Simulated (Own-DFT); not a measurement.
## Calculated data, SiGe (diamond-structure random alloy, atoms displaced)

All values are calculated (Own-DFT development build). A calculation, not a measurement: plane-wave density functional theory by an unreviewed code, no spin, of a simulated periodic cell, stress positive in tension, run twice, with PBE and with PBEsol, both on files made for PBE, so the change isn't that of files made for PBEsol, forces on such cells passed a denser k mesh, this cell's mesh not checked; the far tail of each file's local potential was reset to the Coulomb form; each entry is a single point on an unrelaxed cell, so the pressure reflects the starting lattice, mostly measured values (interpolated for alloys), from which strain is counted, and rises with the displacements; printed positions are rounded, which can move forces by about a meV/angstrom; the program, named Own-DFT, is a retired in-house code; no spin-orbit coupling; stress was not checked against mesh or cutoff.

```json
{"formula": "SiGe", "kind": "diamond-structure random alloy, atoms displaced", "structure": {"cell_angstrom": [[11.089, 0.0, 0.0], [0.0, 11.089, 0.0], [0.0, 0.0, 11.089]], "atoms_fractional": [["Si", 0.00105, 0.99664, 0.00344], ["Si", 0.00825, 0.25171, 0.24527], ["Ge", 0.24936, 0.00149, 0.24996], ["Ge", 0.25993, 0.25735, 0.00807], ["Si", 0.12232, 0.1328, 0.13193], ["Si", 0.11649, 0.38331, 0.38009], ["Ge", 0.37048, 0.13291, 0.36853], ["Ge", 0.38109, 0.37108, 0.13975], ["Ge", 0.00531, 0.00128, 0.49863], ["Si", 0.00191, 0.23782, 0.74846], ["Ge", 0.24079, 0.00471, 0.75752], ["Si", 0.25999, 0.25544, 0.4904], ["Ge", 0.1244, 0.12641, 0.6261], ["Si", 0.12567, 0.38599, 0.88087], ["Ge", 0.37316, 0.12501, 0.88382], ["Si", 0.38168, 0.37216, 0.62392], ["Si", 0.99887, 0.4967, 0.00156], ["Ge", 0.99595, 0.74593, 0.26144], ["Si", 0.25135, 0.49814, 0.24965], ["Si", 0.25743, 0.75342, 0.99189], ["Ge", 0.13115, 0.61843, 0.12691], ["Si", 0.11821, 0.8762, 0.37113], ["Si", 0.37919, 0.62846, 0.3788], ["Si", 0.37197, 0.87582, 0.12732], ["Ge", 0.99383, 0.49327, 0.4965], ["Si", 0.00167, 0.76332, 0.74957], ["Ge", 0.25076, 0.49814, 0.74181], ["Si", 0.25275, 0.75136, 0.50027], ["Si", 0.12383, 0.63292, 0.62487], ["Si", 0.11599, 0.87284, 0.87158], ["Ge", 0.37595, 0.63276, 0.87562], ["Si", 0.37176, 0.87274, 0.62687], ["Si", 0.50343, 0.99803, 4e-05], ["Si", 0.49756, 0.24838, 0.2366], ["Ge", 0.7469, 0.00221, 0.25647], ["Ge", 0.75231, 0.25111, 0.99974], ["Ge", 0.61729, 0.12943, 0.13127], ["Si", 0.6186, 0.36997, 0.38513], ["Ge", 0.87582, 0.13485, 0.38783], ["Ge", 0.87109, 0.37572, 0.11757], ["Si", 0.49465, 0.00158, 0.5013], ["Ge", 0.49969, 0.25473, 0.74261], ["Si", 0.74488, 0.00297, 0.74474], ["Ge", 0.74333, 0.25451, 0.4966], ["Ge", 0.62514, 0.12911, 0.6287], ["Si", 0.61214, 0.37889, 0.88186], ["Ge", 0.88046, 0.12059, 0.87323], ["Si", 0.88647, 0.37412, 0.62289], ["Si", 0.49706, 0.49196, 0.99343], ["Ge", 0.50212, 0.7535, 0.25788], ["Ge", 0.7609, 0.50629, 0.25088], ["Ge", 0.74266, 0.75387, 0.00527], ["Ge", 0.6337, 0.61914, 0.12821], ["Si", 0.62988, 0.87167, 0.38305], ["Si", 0.87353, 0.62271, 0.37884], ["Si", 0.88251, 0.86431, 0.12223], ["Ge", 0.49462, 0.5108, 0.49496], ["Ge", 0.50148, 0.75193, 0.74775], ["Ge", 0.74491, 0.50175, 0.75], ["Si", 0.76093, 0.747, 0.51292], ["Ge", 0.62742, 0.62989, 0.62069], ["Si", 0.61953, 0.87, 0.88104], ["Ge", 0.87526, 0.62289, 0.87902], ["Ge", 0.86864, 0.86911, 0.61873]]}, "settings": {"functional": "PBE, then PBEsol", "potential_files": "PseudoDojo norm-conserving, scalar-relativistic, standard set", "wave_cutoff [hartree]": 42.0, "occupations": "Fermi-Dirac", "smearing_width [eV]": 0.1, "k_mesh": "3 x 3 x 3 centred on Gamma"}, "results": {"PBE_pressure [GPa]": 3.56, "PBE_stress_xx [GPa]": -3.59, "PBE_stress_yy [GPa]": -3.65, "PBE_stress_zz [GPa]": -3.44, "PBE_stress_yz [GPa]": -0.58, "PBE_stress_xz [GPa]": -0.17, "PBE_stress_xy [GPa]": 1.19, "PBEsol_pressure [GPa]": 1.27, "PBEsol_stress_xx [GPa]": -1.3, "PBEsol_stress_yy [GPa]": -1.36, "PBEsol_stress_zz [GPa]": -1.16, "PBEsol_stress_yz [GPa]": -0.59, "PBEsol_stress_xz [GPa]": -0.14, "PBEsol_stress_xy [GPa]": 1.17, "force_element": ["Si", "Si", "Ge", "Ge", "Si", "Si", "Ge", "Ge", "Ge", "Si", "Ge", "Si", "Ge", "Si", "Ge", "Si", "Si", "Ge", "Si", "Si", "Ge", "Si", "Si", "Si", "Ge", "Si", "Ge", "Si", "Si", "Si", "Ge", "Si", "Si", "Si", "Ge", "Ge", "Ge", "Si", "Ge", "Ge", "Si", "Ge", "Si", "Ge", "Ge", "Si", "Ge", "Si", "Si", "Ge", "Ge", "Ge", "Ge", "Si", "Si", "Si", "Ge", "Ge", "Ge", "Si", "Ge", "Si", "Ge", "Ge"], "PBE_force_x [eV/angstrom]": [0.39, -1.513, -0.888, -1.868, 0.788, 2.131, 1.349, -0.854, -0.653, 0.174, 0.869, -1.734, 1.235, 0.096, 0.688, -1.01, 0.327, 0.519, 0.216, -1.581, -0.286, 1.474, -1.928, 0.657, 0.487, -0.865, -0.27, -0.675, -0.188, 1.25, 0.309, -0.236, -0.589, 1.006, 0.996, -1.384, 1.457, -0.511, 0.617, 1.392, 0.316, -0.067, 0.246, 0.904, -0.325, 1.866, -0.76, -1.829, -0.726, 0.081, -1.062, 1.072, -2.043, -0.052, -0.1, -0.795, 0.828, 0.014, 0.539, -1.805, -0.192, 0.553, 0.266, 1.677], "PBE_force_y [eV/angstrom]": [0.113, 0.989, -0.324, -0.096, -1.242, -1.467, -0.884, 2.297, -0.408, 2.463, -0.992, 0.872, 0.505, -1.545, -0.078, 0.899, 0.649, -0.2, 0.226, 0.614, 0.882, -0.199, 0.441, 0.019, 2.083, -2.018, 0.405, 0.129, -0.215, 0.695, -1.611, 1.035, -0.182, 0.115, -0.537, -0.487, -1.409, 1.128, -0.533, -0.073, -0.293, -0.352, -1.185, 0.438, -0.789, -1.202, -0.553, -1.02, 1.735, -0.229, -1.677, -0.255, 0.092, 0.397, 0.504, 1.359, -1.612, 0.402, -1.029, -1.087, -0.391, 1.337, 0.9, 2.449], "PBE_force_z [eV/angstrom]": [0.438, 1.339, -0.323, -0.295, -1.487, -1.622, 0.063, -1.661, 0.212, 0.613, -0.285, 1.272, -1.047, -0.839, -0.782, -1.156, -0.058, -1.088, 1.65, 1.192, -0.734, 0.624, -1.275, -0.637, 0.946, -0.43, 0.48, -0.315, -0.311, 1.439, -0.499, -0.077, 0.607, 3.604, -0.213, -0.83, -1.498, -2.388, -2.035, 1.244, -0.022, 1.903, 1.21, 1.711, -0.98, -1.534, 0.059, 1.369, 1.987, -0.684, 0.927, -0.468, -0.487, 0.753, 0.906, 0.645, 1.014, -0.008, 0.135, -3.04, 0.32, -1.029, -0.425, 1.895], "PBEsol_force_x [eV/angstrom]": [0.354, -1.578, -0.828, -1.735, 0.878, 2.031, 1.279, -0.887, -0.676, 0.181, 0.843, -1.697, 1.201, 0.182, 0.62, -0.94, 0.254, 0.528, 0.217, -1.544, -0.311, 1.405, -1.799, 0.646, 0.468, -0.954, -0.232, -0.669, -0.19, 1.288, 0.322, -0.222, -0.585, 0.953, 0.962, -1.308, 1.496, -0.482, 0.558, 1.274, 0.313, -0.035, 0.272, 0.907, -0.332, 1.906, -0.775, -1.824, -0.792, 0.112, -1.048, 1.04, -1.927, -0.048, -0.054, -0.821, 0.858, 0.013, 0.521, -1.772, -0.235, 0.557, 0.183, 1.68], "PBEsol_force_y [eV/angstrom]": [0.167, 1.004, -0.266, -0.094, -1.251, -1.393, -0.906, 2.201, -0.344, 2.332, -0.894, 0.779, 0.401, -1.529, -0.033, 0.919, 0.687, -0.219, 0.215, 0.531, 0.879, -0.159, 0.424, 0.026, 2.036, -1.99, 0.425, 0.133, -0.292, 0.74, -1.568, 1.015, -0.088, 0.082, -0.461, -0.48, -1.383, 1.127, -0.546, -0.078, -0.208, -0.412, -1.126, 0.341, -0.68, -1.26, -0.51, -0.958, 1.772, -0.251, -1.632, -0.335, 0.123, 0.385, 0.444, 1.271, -1.544, 0.311, -0.928, -1.055, -0.418, 1.212, 0.876, 2.432], "PBEsol_force_z [eV/angstrom]": [0.391, 1.337, -0.274, -0.281, -1.484, -1.531, 0.015, -1.682, 0.241, 0.611, -0.29, 1.217, -1.015, -0.845, -0.783, -1.083, 0.003, -1.088, 1.54, 1.143, -0.692, 0.578, -1.258, -0.533, 0.914, -0.464, 0.498, -0.326, -0.295, 1.4, -0.562, 0.022, 0.607, 3.494, -0.209, -0.762, -1.467, -2.295, -1.932, 1.208, -0.031, 1.844, 1.148, 1.676, -0.961, -1.574, 0.093, 1.294, 2.019, -0.693, 0.805, -0.439, -0.447, 0.669, 0.842, 0.673, 1.036, -0.006, 0.126, -2.903, 0.365, -1.024, -0.414, 1.834], "rms_change_of_force_components_from_PBE_to_PBEsol [eV/angstrom]": 0.056}}
```
